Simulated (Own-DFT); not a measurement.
# Misfit strain and the stress it brings: wurtzite GaN, 72 atoms (Ga36N36)

Source: density functional calculations with Own-DFT, an unreviewed in-house program that is no longer used. Nothing was measured or relaxed, and spin and spin-orbit coupling are left out.

Method: PBE; PseudoDojo norm-conserving scalar-relativistic files; cutoff 42 hartree; 4 x 4 x 3 k mesh centred on Gamma; Fermi-Dirac smearing of 0.1 eV.

Keep in mind: forces not confirmed at this smearing and k mesh; stress not checked against mesh or cutoff.

Unstrained cell vectors in Å: (9.567, 0.000, 0.000); (-4.784, 8.285, 0.000); (0.000, 0.000, 10.370). The unstrained cell has measured lattice constants (interpolated for alloys), not those of this functional. That, the random moves and any unrelaxed bonds set the pressure at no strain. Each run strains x and y alike by e, as a substrate would, and holds the height along z. Each coordinate of each atom was shifted by a normal deviate of width 0.05 Å. Stress is positive in tension.

| e (%) | u (Å) | (s_xx + s_yy)/2 (GPa) | s_zz (GPa) |
|---|---|---|---|
| -3.00 | 0.046 | -24.79 | -13.79 |
| -2.75 | 0.047 | -22.32 | -14.17 |
| -2.25 | 0.046 | ? | ? |
| 0.25 | 0.048 | -6.29 | -7.04 |
| 0.50 | 0.050 | -5.28 | -6.70 |
| 1.00 | 0.053 | -2.71 | -6.52 |
| 1.25 | 0.048 | -1.05 | -5.60 |
| 1.75 | 0.049 | 1.65 | -6.01 |
| 2.50 | 0.049 | 4.47 | -4.48 |
| 3.00 | 0.052 | 6.16 | -4.77 |

## Working it out

With e as a fraction, the in-plane stress is -7.4 + 514 e - 1683 e² GPa (errors 8 and 432, scatter 0.44), and s_zz is -7.6 + 161 e - 2051 e² GPa (slope ± 8, scatter 0.48). At e = 0 the first slope is C11 + C12 and the second 2 C13, both with the ions held to the strained lattice and at the cell's own pressure. The term in e² is negative: the layer stiffens under compression and softens under tension. A free layer would change its height as e changes, and the in-plane slope would drop by 2 C13²/C33 to the biaxial modulus. At fixed height, a misfit of 1 % moves the in-plane stress by about 5.1 GPa and s_zz by 1.6 GPa.

## Check

The question: what are the two stresses at e = -2.25 %?

The fitted form gives -19.9 and -12.3 GPa. The calculation gave -21.30 and -11.17 GPa. That is outside the usual scatter, by luck or through something left out of the fit.
